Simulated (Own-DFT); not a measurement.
Hf$_{36}$O$_{71}$ (tetragonal hafnia with one neutral oxygen vacancy, atoms displaced) (calculated)

All values are calculated (Own-DFT development build). A calculation, not a measurement: plane-wave PBE and HSE06 DFT by an unreviewed code, no spin, of a simulated cell at Gamma alone, so results move with cell size and shape, stress positive in tension, energies less offsets, not probed for a lower state with spin; hafnium file: forces about 75 meV/angstrom off all-electron values; oxygen file: force components 24 meV/angstrom off all-electron in a glass; k mesh not checked against a denser one; forces and stress are PBE's, HSE06 gives the energy alone, and its difference from PBE has offsets of its own; offsets are fitted by least squares, one for each functional and potential file, so energies compare only between cells with the same atoms and settings and are not formation energies; the far tail of each file's local potential was reset to the Coulomb form; each entry is a single point on an unrelaxed cell, so the pressure reflects the starting lattice, taken from the Materials Project, from which strain is counted, and rises with the displacements; printed positions are rounded, which can move forces by about a meV/angstrom; the program is a retired in-house code; no spin-orbit coupling.

Settings shared by all entries: first functional PBE; second functional HSE06; exact exchange share 0.25; screening 0.11 1/bohr; exchange divergence Gygi-Baldereschi; potential files PseudoDojo norm-conserving, scalar-relativistic, made for PBE, standard set; wave cutoff 48 hartree; occupations fixed; k mesh 1 x 1 x 1 centred on Gamma.

(1) Hf$_{36}$O$_{71}$ (tetragonal hafnia with one neutral oxygen vacancy, atoms displaced)

```
cell vectors (Å)
  10.7800     0.0000     0.0000
   0.0000    10.7800     0.0000
   0.0000     0.0000    10.4493
atoms (fractions of the cell vectors)
Hf  0.99885  0.99996  0.00254
Hf  0.16301  0.16219  0.25027
O   0.99969  0.16654  0.15554
O   0.16654  0.00094  0.35168
O   0.00280  0.16383  0.40257
O   0.16781  0.00099  0.09928
Hf  0.99872  0.99752  0.49947
Hf  0.16853  0.15886  0.75286
O   0.99776  0.17742  0.65515
O   0.16657  0.99064  0.84131
O   0.00311  0.16791  0.89344
O   0.16662  0.99439  0.60441
Hf  0.99894  0.32494  0.00031
Hf  0.16830  0.50231  0.25023
O   0.99679  0.50541  0.14963
O   0.16493  0.33468  0.34321
O   0.00357  0.50034  0.40209
O   0.17042  0.33189  0.09887
Hf  0.00204  0.32771  0.50361
Hf  0.16921  0.49139  0.75296
O   0.99816  0.50058  0.65008
O   0.16444  0.33457  0.85146
O   0.99941  0.50476  0.89802
O   0.16692  0.33020  0.60466
Hf  0.00005  0.66366  0.99592
Hf  0.17184  0.83478  0.24031
O   0.99650  0.83249  0.15368
O   0.17210  0.68061  0.34659
O   0.00540  0.83417  0.39610
O   0.16258  0.67044  0.10004
Hf  0.99151  0.66884  0.50281
Hf  0.16421  0.82521  0.75017
O   0.16667  0.66994  0.85580
O   0.99915  0.83844  0.89997
O   0.17360  0.67933  0.59685
Hf  0.33398  0.99732  0.00299
Hf  0.48968  0.16247  0.25282
O   0.34327  0.16797  0.14558
O   0.49607  0.99759  0.34239
O   0.32920  0.16469  0.40487
O   0.50219  0.99295  0.09656
Hf  0.33331  0.00322  0.49806
Hf  0.49838  0.16770  0.74279
O   0.33766  0.16764  0.65957
O   0.49656  0.99499  0.84948
O   0.32914  0.16462  0.90646
O   0.49591  0.00639  0.59328
Hf  0.32618  0.32633  0.99707
Hf  0.49200  0.50666  0.24537
O   0.34442  0.50188  0.16209
O   0.50151  0.33546  0.34658
O   0.33869  0.49583  0.40674
O   0.50694  0.33848  0.10105
Hf  0.32870  0.33143  0.50179
Hf  0.50247  0.49943  0.75356
O   0.34158  0.50651  0.65186
O   0.50123  0.33380  0.85478
O   0.32477  0.49602  0.90169
O   0.50115  0.33325  0.59680
Hf  0.33397  0.66531  0.00420
Hf  0.50013  0.83636  0.25700
O   0.33653  0.83212  0.14178
O   0.50592  0.66370  0.34097
O   0.33815  0.82852  0.40335
O   0.50239  0.66473  0.09337
Hf  0.32814  0.66557  0.49701
Hf  0.50084  0.83419  0.75467
O   0.33199  0.83126  0.65045
O   0.49481  0.66257  0.84639
O   0.33796  0.83042  0.89480
O   0.49423  0.66612  0.58550
Hf  0.66679  0.99707  0.00228
Hf  0.83013  0.18019  0.25031
O   0.67096  0.16563  0.15166
O   0.83432  0.00180  0.34962
O   0.66291  0.16818  0.39203
O   0.83283  0.99268  0.09621
Hf  0.66734  0.99608  0.49583
Hf  0.82932  0.17226  0.75508
O   0.66626  0.16729  0.65256
O   0.83763  0.00332  0.85078
O   0.66284  0.16494  0.89425
O   0.83657  0.99554  0.59829
Hf  0.65844  0.32827  0.99676
Hf  0.83698  0.49957  0.24898
O   0.66662  0.50581  0.15424
O   0.83570  0.33849  0.35375
O   0.66798  0.49847  0.39919
O   0.83508  0.33710  0.09418
Hf  0.66468  0.33798  0.50121
Hf  0.83312  0.49750  0.74064
O   0.66677  0.49703  0.64776
O   0.83876  0.32917  0.84216
O   0.66379  0.49794  0.89926
O   0.84353  0.33732  0.59683
Hf  0.65961  0.66387  0.99471
Hf  0.83730  0.83663  0.25245
O   0.66801  0.82682  0.14553
O   0.82852  0.65938  0.34925
O   0.67078  0.83350  0.40338
O   0.83916  0.66844  0.09472
Hf  0.67234  0.66038  0.50821
Hf  0.83031  0.84056  0.75566
O   0.66070  0.83360  0.64918
O   0.84044  0.67015  0.84965
O   0.66990  0.83946  0.89095
O   0.83516  0.66082  0.60237
```

It finds PBE energy of cell above offsets -97.466 eV; HSE06 less PBE above offsets 0.055 eV; PBE pressure 1.63 GPa; PBE stress xx -2.11 GPa; PBE stress yy -1 GPa; PBE stress zz -1.78 GPa; PBE stress yz -0.91 GPa; PBE stress xz 0.27 GPa; PBE stress xy -0.06 GPa.

Force:
```
element  x (eV/Å)  y (eV/Å)  z (eV/Å)
     Hf    -0.601     -0.83    -0.885
     Hf     0.337     0.538       0.5
      O    -0.127     0.181     -0.86
      O     0.498    -0.268    -0.735
      O     0.222     0.528    -0.166
      O    -0.027     0.363     0.087
     Hf     0.442     -0.45     0.164
     Hf    -1.135     -0.25     -0.26
      O     0.594    -0.756    -0.234
      O     0.266     1.501     1.267
      O     0.329    -0.751     1.558
      O    -0.375     0.875    -0.999
     Hf     0.152       1.8    -0.604
     Hf    -1.099     0.831     0.486
      O     1.851    -0.651     0.196
      O     0.422    -0.553     0.339
      O     0.608     0.192     0.076
      O    -0.891     0.137      0.21
     Hf     0.224      0.67    -0.553
     Hf    -0.169     1.828    -0.088
      O     1.392     0.225     0.073
      O     0.264      -1.2     0.106
      O     0.241    -2.056     0.113
      O     0.691     0.457      -0.3
     Hf    -0.995     0.591     -0.02
     Hf    -1.105    -0.274     0.963
      O     1.473     0.775    -0.299
      O     0.157    -2.487    -0.421
      O    -1.017    -0.215     1.221
      O     1.397    -0.397      0.26
     Hf     1.954    -0.099    -0.668
     Hf     0.272    -0.019     -1.07
      O     0.097    -1.231    -0.654
      O    -0.027    -0.159     0.151
      O    -2.648    -0.735      0.33
     Hf     0.858    -1.107    -1.414
     Hf     3.205     2.278     0.281
      O     -2.34    -0.281     0.229
      O    -0.091     0.722     1.204
      O     0.278     0.784    -0.722
      O    -0.342     0.451     0.368
     Hf    -0.866    -2.663     1.135
     Hf     1.817    -0.551     1.401
      O    -1.789      0.15    -1.109
      O    -0.089     1.628    -0.283
      O    -0.345    -0.345    -0.721
      O      0.88     0.121    -0.019
     Hf     1.802     0.893     0.282
     Hf      5.68    -1.527     2.505
      O    -5.677     0.237    -2.909
      O    -0.575    -0.937     0.103
      O     -1.05     0.098    -0.416
      O    -1.517    -0.542    -0.645
     Hf      1.25     1.018    -0.245
     Hf    -0.484    -0.288    -0.611
      O    -1.684    -0.972     0.625
      O    -0.397    -0.413    -0.917
      O     0.297     0.196     0.638
      O    -0.699    -0.338     0.464
     Hf    -0.599      0.64    -1.328
     Hf     0.797    -2.173    -1.381
      O    -0.017     0.088     0.731
      O    -0.292     1.487     0.223
      O     0.423     1.952    -0.987
      O    -1.078     0.004    -0.066
     Hf     0.874     0.319     0.464
     Hf    -1.644    -0.373    -1.196
      O     0.939     0.573     0.476
      O     0.677     0.368     0.215
      O    -0.163    -0.022     1.451
      O     1.949    -0.134     0.891
     Hf     0.149     0.057    -0.205
     Hf    -0.712     -1.16     0.704
      O    -0.897    -0.074    -0.639
      O     -0.07     0.579     -0.28
      O     0.434    -0.322     1.394
      O     0.313      0.33     0.159
     Hf     0.534     0.842     0.412
     Hf     0.485    -1.626    -1.319
      O     0.369     0.167    -0.613
      O    -0.141     0.496     0.051
      O     0.215    -0.188     0.836
      O    -0.586    -0.353     0.098
     Hf     0.351     0.562     0.695
     Hf     -1.42     0.865    -0.504
      O     0.528     0.063    -0.581
      O     0.176     -0.88    -0.466
      O     0.151    -0.077     1.337
      O    -0.304    -0.708      0.25
     Hf     0.141     -0.46    -1.522
     Hf     1.206     0.707     1.735
      O    -0.259     0.167     0.158
      O    -0.215      1.64     1.039
      O     0.307    -0.092    -0.286
      O    -2.515     0.077     0.274
     Hf     2.423     0.342     1.193
     Hf    -0.991    -0.939    -0.679
      O    -0.289     0.529     0.764
      O     0.633     1.634     0.619
      O    -0.308    -0.234     -0.24
      O     -1.24    -0.105     -0.04
     Hf    -2.004     0.309    -2.009
     Hf     0.641    -0.589    -0.355
      O     0.994     -0.02    -0.033
      O    -0.828    -0.418    -1.071
      O    -0.384    -1.021     0.811
      O    -0.551      0.45     0.313
```

(2) Hf$_{36}$O$_{71}$ (tetragonal hafnia with one neutral oxygen vacancy, atoms displaced)

```
cell vectors (Å)
  10.7800     0.0000     0.0000
   0.0000    10.7800     0.0000
   0.0000     0.0000    10.4493
atoms (fractions of the cell vectors)
Hf  0.01415  0.00296  0.00036
Hf  0.16799  0.17542  0.25199
O   0.00378  0.16174  0.15757
O   0.16622  0.99309  0.35330
O   0.99773  0.17536  0.39683
O   0.15901  0.00635  0.09982
Hf  0.00177  0.99007  0.48410
Hf  0.16380  0.17202  0.74371
O   0.99948  0.16331  0.66560
O   0.16118  0.99809  0.85143
O   0.99738  0.16783  0.89519
O   0.17407  0.99268  0.58929
Hf  0.00023  0.32735  0.00643
Hf  0.16858  0.50364  0.24736
O   0.99789  0.49237  0.15281
O   0.17226  0.32898  0.35778
O   0.99451  0.49090  0.40321
O   0.16779  0.33391  0.09693
Hf  0.00135  0.32390  0.50431
Hf  0.16261  0.51050  0.74756
O   0.99748  0.50210  0.64956
O   0.16128  0.34238  0.86459
O   0.00226  0.51089  0.90032
O   0.17261  0.33153  0.59284
Hf  0.00222  0.67148  0.98765
Hf  0.16490  0.83553  0.25622
O   0.99792  0.82095  0.15462
O   0.16186  0.65535  0.36026
O   0.99348  0.82692  0.40732
O   0.15687  0.66926  0.10305
Hf  0.00553  0.67225  0.51166
Hf  0.17381  0.83320  0.75170
O   0.99977  0.84412  0.63875
O   0.17817  0.65750  0.86509
O   0.99691  0.81618  0.89853
O   0.16532  0.66817  0.59517
Hf  0.33643  0.99324  0.00030
Hf  0.49607  0.17088  0.25316
O   0.33391  0.17141  0.14443
O   0.48734  0.99723  0.34951
O   0.34160  0.17929  0.38682
O   0.50051  0.99795  0.09918
Hf  0.33514  0.98948  0.50989
Hf  0.49996  0.16222  0.75566
O   0.33613  0.16240  0.64901
O   0.49609  0.99965  0.85985
O   0.34225  0.16019  0.89738
O   0.49301  0.99940  0.60823
Hf  0.33981  0.33464  0.00372
Hf  0.51051  0.50008  0.25163
O   0.33921  0.50168  0.15186
O   0.49666  0.34272  0.34142
O   0.32673  0.50205  0.38770
O   0.50669  0.33326  0.10486
Hf  0.33988  0.33972  0.50254
Hf  0.49446  0.48703  0.75410
O   0.33388  0.50350  0.66528
O   0.49693  0.33020  0.83327
O   0.32976  0.51012  0.90623
O   0.47772  0.32882  0.59801
Hf  0.32621  0.67111  0.00100
Hf  0.50104  0.83678  0.25823
O   0.33573  0.83940  0.14348
O   0.50080  0.65360  0.33361
O   0.34423  0.83090  0.40630
O   0.48680  0.66823  0.08738
Hf  0.33858  0.67802  0.51335
Hf  0.50177  0.83647  0.74687
O   0.32378  0.83661  0.64791
O   0.49049  0.66747  0.84431
O   0.31635  0.84021  0.90049
O   0.49475  0.66786  0.61449
Hf  0.66838  0.01798  0.99291
Hf  0.82522  0.16478  0.24620
O   0.67207  0.17879  0.15922
O   0.83165  0.99764  0.33886
O   0.67871  0.15057  0.39264
O   0.83133  0.00223  0.09018
Hf  0.66694  0.00019  0.49877
Hf  0.84074  0.17560  0.75388
O   0.66288  0.16324  0.66772
O   0.83541  0.00152  0.85687
O   0.67802  0.16490  0.90395
O   0.83010  0.00388  0.58408
Hf  0.65624  0.33746  0.99432
Hf  0.84092  0.49913  0.24481
O   0.66404  0.50463  0.15441
O   0.83776  0.34474  0.34090
O   0.67600  0.50689  0.40577
Hf  0.67294  0.32890  0.50867
Hf  0.82655  0.50698  0.75473
O   0.66905  0.49418  0.65413
O   0.83513  0.33091  0.84776
O   0.65756  0.49876  0.89344
O   0.83407  0.33628  0.60059
Hf  0.67074  0.65317  0.99009
Hf  0.82755  0.83182  0.24780
O   0.67108  0.83869  0.15498
O   0.84019  0.67434  0.35643
O   0.66198  0.83399  0.40901
O   0.83031  0.66486  0.11012
Hf  0.66539  0.65649  0.50642
Hf  0.82151  0.86008  0.75058
O   0.66619  0.82250  0.65779
O   0.81156  0.66365  0.83964
O   0.67513  0.84521  0.90348
O   0.83643  0.67315  0.61553
```

The calculation gives: PBE energy of cell above offsets -88.143 eV; HSE06 less PBE above offsets 0.525 eV; PBE pressure 4.93 GPa; PBE stress xx -5.19 GPa; PBE stress yy -5.08 GPa; PBE stress zz -4.53 GPa; PBE stress yz -1.22 GPa; PBE stress xz -1.52 GPa; PBE stress xy 0.34 GPa.

Force:
```
element  x (eV/Å)  y (eV/Å)  z (eV/Å)
     Hf    -3.436    -0.459    -0.572
     Hf     0.967     0.357     0.478
      O    -1.017     0.967    -1.364
      O    -0.106     1.204    -0.422
      O     0.014    -2.264     0.673
      O     2.732    -0.726     0.994
     Hf    -0.024      0.64     1.263
     Hf     2.159     0.636     1.713
      O     0.515     0.229    -2.612
      O    -0.541      0.63    -0.985
      O     0.373    -0.165      1.39
      O    -2.287     0.859     1.291
     Hf     0.171     1.502    -0.478
     Hf     0.629    -0.675      1.09
      O      0.77    -0.966    -0.853
      O    -0.974     0.645    -1.559
      O     0.465     0.598     0.673
      O     0.335    -0.456     0.832
     Hf     0.953     3.051     -1.66
     Hf    -0.498    -1.939     1.444
      O     0.328    -0.075      0.84
      O     0.394    -1.117    -2.408
      O    -0.962     -1.86    -0.614
      O    -1.064     -0.49     1.964
     Hf    -0.693    -2.797     4.822
     Hf    -0.665    -2.509     -1.68
      O     0.767     1.645     0.266
      O    -0.025     2.831     -0.87
      O       1.2     1.192    -1.616
      O     1.288    -0.385     0.454
     Hf    -3.512    -2.256    -1.874
     Hf     -2.82     0.312     0.991
      O     0.372     0.201     1.793
      O    -1.409     2.173    -2.712
      O     0.037     4.787    -2.517
      O     2.029      0.13     2.667
     Hf     0.337     1.574     1.118
     Hf    -1.221    -0.487    -0.291
      O     0.114    -0.003      0.21
      O     0.693     1.322     0.542
      O     0.044    -1.569     1.403
      O     0.567     0.905     0.381
     Hf      0.45     2.985    -2.055
     Hf    -2.732    -1.622    -0.666
      O    -0.894    -0.406      0.39
      O     0.517    -0.493    -1.114
      O    -0.624     1.394     0.508
      O     1.997    -0.661    -0.002
     Hf    -2.128     0.452     0.055
     Hf    -2.733     -0.41    -1.772
      O    -0.824    -0.747     -0.48
      O     1.453    -2.128     1.985
      O     0.693     0.324     2.913
      O     -0.86    -0.382    -1.586
     Hf    -5.131     0.316     -5.13
     Hf    -0.207     4.581    -0.756
      O    -0.931     0.112    -1.624
      O     0.384    -1.347       3.2
      O     1.446    -3.243    -0.107
      O     7.492      0.31     2.356
     Hf     0.491    -0.354     1.022
     Hf     0.995    -1.114    -2.595
      O    -1.258     0.159      1.75
      O     0.234     4.195     3.002
      O    -0.412    -0.799    -0.533
      O      3.08      0.14     0.236
     Hf    -0.988    -3.187    -2.233
     Hf     0.554    -1.175      1.89
      O     2.327    -0.641    -0.021
      O     0.696     0.749    -0.149
      O     0.467    -1.008     -1.12
      O     0.945     0.188    -2.087
     Hf    -0.077     -5.53     3.632
     Hf     2.764     0.233     0.565
      O    -2.313     0.176     -1.99
      O     0.889    -0.087      0.85
      O    -1.186     2.851     1.626
      O     1.029     0.669      0.42
     Hf    -0.726    -1.202    -0.189
     Hf    -1.058    -0.953     0.774
      O     0.996      0.74    -2.064
      O     0.449     2.319    -1.093
      O    -1.063     4.082    -1.459
      O     0.276     -0.18      1.49
     Hf     2.626     -0.65     1.571
     Hf    -0.213     2.609     1.083
      O     1.605    -0.506    -2.007
      O    -1.713    -3.507      0.62
      O    -0.675     -2.51     0.428
     Hf    -0.318     1.059    -1.508
     Hf     2.531    -0.316    -1.093
      O    -1.881    -0.557    -1.071
      O    -0.195      1.63     0.646
      O    -0.167    -1.664     0.169
      O    -0.532    -1.322    -0.145
     Hf    -0.663     3.785     2.394
     Hf     0.751    -1.371    -0.428
      O     -2.08    -0.361     0.522
      O    -0.897    -1.029    -0.021
      O    -0.691    -0.464     0.209
      O    -0.112    -0.259    -2.352
     Hf     2.028     2.054     0.357
     Hf     1.609    -4.205    -0.708
      O    -1.108     1.294    -0.563
      O    -0.069     1.563     2.175
      O    -0.611    -0.853    -0.512
      O      -0.7    -0.924     -1.81
```
